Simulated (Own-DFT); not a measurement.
# Bulk modulus against bond length in tetrahedral crystals

No measurement is shown. These are fixed-geometry runs of a retired plane-wave code named Own-DFT, which no person has reviewed; spin and spin-orbit coupling are neglected.

Caveats (not all hold for every row): forces on such cells moved up to 12 meV/angstrom on a denser k mesh; forces not confirmed at this smearing and k mesh; k mesh not checked against a denser one; forces on such cells passed a denser k mesh, each cell not checked; stress not checked against mesh or cutoff.

All runs are PBE with PseudoDojo norm-conserving files; cutoff and k mesh are each material's own. Every cell starts from measured lattice constants and was given uniform random strains and small random moves of its atoms. Each triple is the change of volume in per cent, the rms move u in Å and the pressure in GPa.

- 4H SiC (C36Si36), 10.36 Å³/atom unstrained: (-2.72, 0.044, 12.02); (-1.98, 0.054, 10.38); (0.13, 0.053, 5.25); (0.32, 0.051, 4.40); (1.00, 0.049, 2.86); (2.60, 0.050, -0.30); (3.22, 0.052, -1.00)
- wurtzite AlN (Al64N64), 10.45 Å³/atom unstrained: withheld
- wurtzite GaN (Ga36N36), 11.42 Å³/atom unstrained: (-3.78, 0.049, 15.77); (-3.64, 0.049, 15.57); (-1.08, 0.054, 9.63); (-0.15, 0.056, 8.08); (0.20, 0.047, 6.97); (0.52, 0.047, 6.09); (2.41, 0.047, 2.66)
- diamond silicon (Si64), 20.02 Å³/atom unstrained: (-3.43, 0.052, 6.49); (-2.64, 0.052, 5.37); (-0.78, 0.048, 3.40); (-0.01, 0.054, 2.66); (0.52, 0.047, 2.10); (2.26, 0.046, 0.31); (2.76, 0.055, 0.22)
- zincblende GaAs (As32Ga32), 22.58 Å³/atom unstrained: (-3.82, 0.051, 7.21); (-3.20, 0.050, 7.08); (-1.51, 0.047, 5.30); (-0.92, 0.050, 4.88); (-0.71, 0.051, 4.70); (0.05, 0.050, 4.05); (3.41, 0.052, 1.91)
- grey tin (Sn64), 34.15 Å³/atom unstrained: (-1.58, 0.051, 4.49); (-1.45, 0.049, 4.56); (-1.39, 0.047, 4.46); (-0.80, 0.049, 4.15); (-0.10, 0.045, 3.70); (0.02, 0.050, 3.77); (1.05, 0.052, 3.24)

## Worked fit

Fit a line to each set against the fractional change of volume; B is minus its slope, and u is nearly the same within a set. To take it to zero pressure, assume that B rises by 4 GPa for each GPa: B0 = B - 4 x (mean pressure). The bond length of an ideal tetrahedral crystal with the unstrained volume v is d = (√3/4)(8 v)^(1/3). Cohen's empirical rule reads B0 = (1971 - 220 L) d^(-3.5) GPa, with L = 0 for group IV crystals and SiC and 1 for III-V compounds.

| material | L | d (Å) | B (GPa) | mean P (GPa) | B0 (GPa) | rule (GPa) |
|---|---|---|---|---|---|---|
| 4H SiC (C36Si36) | 0 | 1.888 | 226 ± 9 | 4.8 | 207 ± 9 | 213 |
| wurtzite AlN (Al64N64) | 1 | 1.893 | ? | ? | ? | 188 |
| wurtzite GaN (Ga36N36) | 1 | 1.950 | 216 ± 5 | 9.3 | 179 ± 5 | 169 |
| diamond silicon (Si64) | 0 | 2.352 | 102 ± 4 | 2.9 | 91 ± 4 | 99 |
| zincblende GaAs (As32Ga32) | 1 | 2.448 | 76 ± 4 | 5.0 | 56 ± 4 | 76 |
| grey tin (Sn64) | 0 | 2.810 | 51 ± 3 | 4.1 | 34 ± 3 | 53 |

A line through ln[B0/(1971 - 220 L)] against ln d has a slope of -4.6 ± 0.3 and a scatter of 9 %. Against the rule, B0 stands at 97 % for 4H SiC, 106 % for wurtzite GaN, 92 % for diamond silicon, 73 % for zincblende GaAs, 65 % for grey tin. PBE tends to make silicon and heavier crystals too soft, and the rule itself is only a guide.

## Check

The question: what B0 does the fitted trend give for wurtzite AlN (Al64N64)?

From the line: 195 GPa. Its own runs give B = 219 ± 4 GPa at a mean pressure of 3.1 GPa, so B0 = 206 GPa.
